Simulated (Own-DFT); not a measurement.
# A layer strained by its substrate: wurtzite AlGaN with randomly placed atoms, 96 atoms (Al12Ga36N48)

The numbers are computed, not measured, by runs of the plane-wave DFT program Own-DFT (in-house, retired, unreviewed) at fixed positions, with no spin and no spin-orbit coupling.

Method: PBE; PseudoDojo norm-conserving scalar-relativistic files (stringent for Ga); cutoff 96 hartree; 3 x 4 x 3 k mesh centred on Gamma; Gaussian smearing of 0.01 eV.

Known weak points: k mesh not checked against a denser one; stress not checked against mesh or cutoff.

Unstrained cell vectors in Å: (12.679, 0.000, 0.000); (-4.755, 8.235, 0.000); (0.000, 0.000, 10.268). The unstrained cell has measured lattice constants (interpolated for alloys), not those of this functional. That, the random moves and any unrelaxed bonds set the pressure at no strain. Each run strains x and y alike by e, as a substrate would, and holds the height along z. Random moves of width 0.05 Å per axis were added to every atom. The random placing of the alloy's atoms differs from row to row. Stress is positive in tension.

```
e (%),u (Å),(s_xx + s_yy)/2 (GPa),s_zz (GPa)
-2.25,0.049,-20.72,-10.74
-2.00,0.046,-18.51,-10.59
-1.75,0.053,-16.64,-13.42
-1.50,0.049,-15.65,-9.77
-0.50,0.050,-10.21,-6.45
0.25,0.049,?,?
0.75,0.048,-2.58,-6.10
1.25,0.048,0.22,-6.53
2.50,0.048,5.71,-4.62
3.00,0.052,7.40,-4.30
```

## What the rows give

With e as a fraction, the in-plane stress is -6.7 + 553 e - 2553 e² GPa (errors 8 and 590, scatter 0.44), and s_zz is -8.0 + 142 e GPa (slope ± 26, scatter 1.47). At e = 0 the first slope is C11 + C12 and the second 2 C13, both with the ions held to the strained lattice and at the cell's own pressure. The term in e² is negative: the layer stiffens under compression and softens under tension. A free layer would change its height as e changes, and the in-plane slope would drop by 2 C13²/C33 to the biaxial modulus. At fixed height, a misfit of 1 % moves the in-plane stress by about 5.5 GPa and s_zz by 1.4 GPa.

## Withheld run

Q: what are the two stresses at e = 0.25 %?

From the fit: -5.3 and -7.6 GPa. The calculation gave -5.38 and -7.04 GPa.
